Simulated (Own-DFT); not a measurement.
# Computed records: SiC (2H silicon carbide, strained, atoms displaced)

Computed with Own-DFT development build. A calculation, not a measurement: plane-wave PBE density functional theory by an unreviewed code, no spin, of a simulated periodic cell, stress positive in tension, free energy of the whole cell less one offset for each atom, forces on such cells passed a denser k mesh, this cell's mesh not checked; offsets are fitted by least squares, one for each functional and potential file, so energies compare only between cells with the same atoms and settings and are not formation energies; the far tail of each file's local potential was reset to the Coulomb form; each entry is a single point on an unrelaxed cell, so the pressure reflects the starting lattice, mostly measured values (interpolated for alloys), from which strain is counted, and rises with the displacements; printed positions are rounded, which can move forces by about a meV/angstrom; the program, named Own-DFT, is a retired in-house code; no spin-orbit coupling.

Common to all runs: functional PBE; potential files PseudoDojo norm-conserving, scalar-relativistic, standard set; wave cutoff 42 hartree; occupations Fermi-Dirac; smearing width 0.1 eV; hardware one NVIDIA H100; k mesh 4 x 4 x 3 centred on Gamma.

(1) SiC (2H silicon carbide, strained, atoms displaced)

```
SiC
1.0
      9.1185     0.0763     0.1444
     -4.4932     8.0922    -0.2067
      0.1572    -0.1690    10.0674
Si C Si C Si C Si C Si C Si C Si C Si C Si C Si C Si C Si C Si C Si C Si C Si C Si C Si C
2 2 2 2 2 2 2 2 2 2 2 2 2 2 2 2 2 2 2 2 2 2 2 2 2 2 2 2 2 2 2 2 2 2 2 2
Direct
  0.00974 0.00287 0.99752
  0.11806 0.22314 0.25199
  0.00046 0.00008 0.18961
  0.10650 0.22607 0.44699
  0.99858 0.00307 0.49860
  0.11107 0.21743 0.75376
  0.99049 0.99390 0.68183
  0.11085 0.22133 0.93242
  0.00826 0.34031 0.00477
  0.10280 0.54510 0.24681
  0.99916 0.33137 0.18327
  0.11847 0.56459 0.43346
  0.98828 0.30813 0.49478
  0.11062 0.55620 0.75825
  0.99323 0.33160 0.68205
  0.11929 0.55331 0.94057
  0.00362 0.66786 0.00214
  0.11081 0.88605 0.25235
  0.00095 0.67470 0.18725
  0.11448 0.88717 0.43728
  0.99759 0.66789 0.49224
  0.10266 0.88823 0.75418
  0.01211 0.66530 0.68655
  0.09641 0.87741 0.93234
  0.32999 0.99071 0.00417
  0.43787 0.21047 0.25098
  0.33851 0.00526 0.19529
  0.45009 0.23633 0.44231
  0.32620 0.99373 0.49107
  0.44420 0.22397 0.74106
  0.33892 0.98903 0.68144
  0.45234 0.21748 0.94570
  0.32658 0.32923 0.99759
  0.44774 0.55669 0.25613
  0.33724 0.33684 0.18786
  0.44996 0.55608 0.44737
  0.33938 0.33961 0.50312
  0.45220 0.55725 0.75557
  0.33674 0.34554 0.69166
  0.44184 0.54818 0.93366
  0.34265 0.67140 0.00365
  0.44779 0.89508 0.24331
  0.33760 0.65965 0.18354
  0.45083 0.89698 0.43819
  0.33602 0.67052 0.49292
  0.45763 0.89051 0.75082
  0.33466 0.66303 0.69112
  0.45289 0.90003 0.92688
  0.66092 0.99143 0.99993
  0.77485 0.22317 0.25057
  0.67006 0.01119 0.18827
  0.77575 0.21676 0.43737
  0.68052 0.00011 0.49542
  0.78510 0.22789 0.74798
  0.65839 0.99690 0.69082
  0.78071 0.22237 0.94044
  0.66786 0.33199 0.99438
  0.76105 0.54487 0.25016
  0.66944 0.33869 0.18873
  0.76280 0.54030 0.43906
  0.66608 0.32400 0.49459
  0.77238 0.54679 0.74986
  0.66261 0.33530 0.68374
  0.77998 0.55739 0.94090
  0.67899 0.67531 0.00966
  0.77656 0.88774 0.25327
  0.67060 0.66099 0.18883
  0.77387 0.88969 0.43793
  0.67167 0.66636 0.49876
  0.76704 0.88563 0.74859
  0.65911 0.67475 0.68647
  0.77567 0.88020 0.92918
```

- free energy of cell above offsets: -3.308 eV
- pressure: 5.79 GPa
- stress xx: -11.57 GPa
- stress yy: 1.45 GPa
- stress zz: -7.24 GPa
- stress yz: -6.09 GPa
- stress xz: 5.65 GPa
- stress xy: 4.31 GPa
- wall time: 355.8 s

Force:
```tsv
element	x (eV/Å)	y (eV/Å)	z (eV/Å)
Si	-2.734	-0.071	0.524
Si	-1.087	0.191	-0.062
C	0.327	0.228	-0.136
C	5.66	-2.703	-3.007
Si	0.816	-0.47	0.021
Si	-0.983	0.879	-2.509
C	0.48	0.71	1.357
C	0.402	-0.843	1.821
Si	-1.242	-1.178	-1.823
Si	0.524	2.318	0.398
C	0.313	-0.714	1.955
C	-0.347	-2.221	-0.582
Si	-3.698	6.206	2.582
Si	1.528	-0.306	-2.288
C	1.762	0.195	0.866
C	-0.769	0.744	0.773
Si	-0.614	-0.989	-0.47
Si	-0.317	0.534	-0.252
C	0.286	-1.977	0.434
C	-2.262	-0.097	-0.639
Si	0.623	-1.033	1.641
Si	2.086	-0.639	-3.019
C	-3.17	0.251	-0.172
C	2.58	0.928	1.925
Si	-0.616	1.846	-1.31
Si	0.206	4.452	0.475
C	-1.026	-2.756	-1.905
C	0.332	-3.599	-1.702
Si	1.438	1.893	2.608
Si	0.068	-1.684	1.363
C	-2.515	1.618	0.739
C	-2.625	-0.634	-1.655
Si	2.014	0.769	0.103
Si	0.041	-0.492	-0.363
C	-0.139	-0.869	0.408
C	-0.477	0.233	-2.239
Si	-1.718	0.524	1.057
Si	-2.125	0.54	-1.276
C	0.272	-2.493	-0.507
C	1.108	0.901	2.402
Si	0.066	-0.58	-2.032
Si	0.879	-1.708	1.973
C	-1.095	1.465	1.295
C	1.215	-1.072	-1.575
Si	-0.362	0.503	2.215
Si	-3.839	-2.233	-1.957
C	-0.076	0.487	-0.255
C	-0.137	-2.289	3.737
Si	1.152	2.32	-0.568
Si	0.489	1.011	-0.789
C	0.63	-2.333	-0.551
C	0.744	-0.858	-1.035
Si	-5.524	0.787	2.366
Si	-1.728	-1.342	0.933
C	3.337	2.608	-1.917
C	1.145	-0.311	-0.611
Si	0.221	0.903	1.389
Si	2.778	1.559	0.79
C	-0.334	-2.41	-0.48
C	2.077	1.599	-0.809
Si	-1.199	1.422	1.787
Si	0.367	2.596	-0.215
C	1.248	-0.699	0.019
C	0.709	-1.009	-0.515
Si	-1.391	-1.666	-2.649
Si	-0.005	0.344	-1.125
C	-2.126	1.949	0.982
C	3.894	-2.05	-1.069
Si	-1.518	0.169	1.315
Si	0.933	0.709	-0.431
C	2.849	-1.286	-0.403
C	0.2	1.224	2.653
```

(2) SiC (2H silicon carbide, strained, atoms displaced)

```
SiC
1.0
      9.0757    -0.1834     0.1058
     -4.6967     8.1038    -0.0099
      0.1152     0.0541    10.0559
Si C Si C Si C Si C Si C Si C Si C Si C Si C Si C Si C Si C Si C Si C Si C Si C Si C Si C
2 2 2 2 2 2 2 2 2 2 2 2 2 2 2 2 2 2 2 2 2 2 2 2 2 2 2 2 2 2 2 2 2 2 2 2
Direct
  0.00185 0.00327 0.99759
  0.11277 0.22530 0.25460
  0.99097 0.99128 0.18893
  0.10366 0.21633 0.42561
  0.00051 0.00024 0.50130
  0.12388 0.22459 0.74968
  0.99393 0.99791 0.67939
  0.11291 0.21781 0.93881
  0.99945 0.33258 0.99554
  0.10889 0.56209 0.24417
  0.99332 0.32378 0.18884
  0.11948 0.55250 0.43676
  0.00288 0.33960 0.49173
  0.10441 0.55467 0.74773
  0.00263 0.33910 0.68673
  0.10592 0.54816 0.94149
  0.00470 0.67507 0.99299
  0.10564 0.88701 0.25111
  0.99362 0.66076 0.18666
  0.10782 0.88264 0.44980
  0.99884 0.66960 0.50087
  0.10783 0.89297 0.75028
  0.01351 0.67633 0.69080
  0.11861 0.89453 0.93710
  0.33116 0.99551 0.98516
  0.44337 0.22539 0.24927
  0.34129 0.01606 0.18252
  0.44739 0.21610 0.44051
  0.33195 0.00342 0.50155
  0.43785 0.21249 0.75041
  0.33041 0.00357 0.69059
  0.44964 0.22177 0.92896
  0.33150 0.34439 0.99252
  0.43910 0.55800 0.24736
  0.34261 0.34129 0.17903
  0.44367 0.55447 0.43732
  0.33967 0.33346 0.50085
  0.43536 0.55409 0.75039
  0.31719 0.33333 0.69134
  0.44956 0.56180 0.94136
  0.33568 0.66530 0.99690
  0.43927 0.88365 0.24680
  0.33075 0.66862 0.19967
  0.44250 0.88552 0.44203
  0.33199 0.66584 0.50349
  0.44425 0.88419 0.75039
  0.33306 0.66398 0.67899
  0.44860 0.88370 0.93362
  0.66044 0.99422 0.00310
  0.77068 0.21479 0.25011
  0.66341 0.99488 0.18722
  0.78702 0.22573 0.43590
  0.66099 0.99680 0.49964
  0.78145 0.22873 0.74589
  0.67324 0.00326 0.68365
  0.78307 0.23095 0.94193
  0.67336 0.33173 0.00353
  0.79322 0.56353 0.24704
  0.67965 0.34835 0.18888
  0.77964 0.55104 0.44112
  0.66976 0.33662 0.50360
  0.77829 0.55869 0.75322
  0.65300 0.32565 0.67992
  0.77649 0.55018 0.93706
  0.66920 0.66629 0.01001
  0.77689 0.87989 0.25676
  0.66402 0.66648 0.19130
  0.77462 0.87878 0.43820
  0.66695 0.66732 0.49844
  0.78210 0.89231 0.74732
  0.66654 0.66121 0.68415
  0.76547 0.88232 0.93730
```

- free energy of cell above offsets: -4.125 eV
- pressure: 10.57 GPa
- stress xx: -14.99 GPa
- stress yy: -8.12 GPa
- stress zz: -8.62 GPa
- stress yz: 2.76 GPa
- stress xz: 3.92 GPa
- stress xy: -11.44 GPa
- wall time: 375.2 s

Force:
```tsv
element	x (eV/Å)	y (eV/Å)	z (eV/Å)
Si	-0.683	-1.359	1.224
Si	0.002	-0.704	-3.961
C	1.604	1.616	-0.563
C	1.4	0.581	4.587
Si	-0.524	-0.16	-1.825
Si	-7.5	-3.599	1.65
C	2.116	1.579	2.243
C	-1.278	0.812	-1.149
Si	0.9	-0.766	1.954
Si	0.094	-2.976	1.599
C	0.948	1.806	-0.949
C	-2.734	1.503	-0.876
Si	1.273	-1.141	1.415
Si	1.351	0.053	0.512
C	0.935	-0.492	-0.626
C	0.415	2.076	-1.124
Si	0.003	-1.776	0.922
Si	0.902	0.744	0.05
C	3.749	4.091	-2.061
C	-0.502	1.608	-2.629
Si	1.698	-1.76	0.867
Si	0.032	-0.359	-0.513
C	-1.873	-0.961	-0.265
C	-2.77	-1.221	-0.975
Si	2.185	2.443	2.614
Si	0.807	1.372	-0.224
C	0.021	-3.094	-0.205
C	-1.245	1.382	-0.883
Si	1.259	-1.434	0.491
Si	-0.684	1.992	-0.315
C	1.15	-1.316	-0.632
C	-0.766	0.398	1.842
Si	2.7	-1.881	1.23
Si	0.722	-1.051	1.254
C	-1.174	-0.52	1.107
C	0.009	-0.323	-0.027
Si	-1.477	-0.269	-0.575
Si	1.422	0.607	-0.246
C	7.266	2.766	-2.756
C	-0.509	-0.369	-1.203
Si	-0.887	0.032	1.304
Si	-0.763	2.049	1.396
C	0.684	-0.049	-3.431
C	-1.189	0.391	-0.994
Si	1.012	0.046	-2.036
Si	-0.085	0.575	-1.426
C	-0.334	0.627	3.262
C	-1.922	-0.095	0.301
Si	1.204	1.697	-0.339
Si	-0.153	0.808	-0.002
C	0.509	-0.133	0.587
C	-2.37	-1.351	0.149
Si	1.607	0.918	-0.35
Si	-1.101	-1.095	0.585
C	-0.574	-0.08	1.004
C	-0.23	-2.766	-1.743
Si	-1.681	0.512	-0.239
Si	-5.225	-2.659	2.544
C	-0.477	-2.318	0.14
C	-0.796	1.103	-1.129
Si	0.907	-1.095	-1.865
Si	-0.078	-1.019	-1.18
C	2.048	1.749	2.259
C	-0.4	1.29	0.616
Si	0.345	0.012	-1.72
Si	-1.85	0.784	-0.957
C	1.317	-0.09	0.21
C	-0.53	1.751	0.464
Si	0.495	-1.514	0.313
Si	-2.147	-1.725	0.523
C	-0.628	0.866	0.947
C	2.047	0.882	-0.168
```
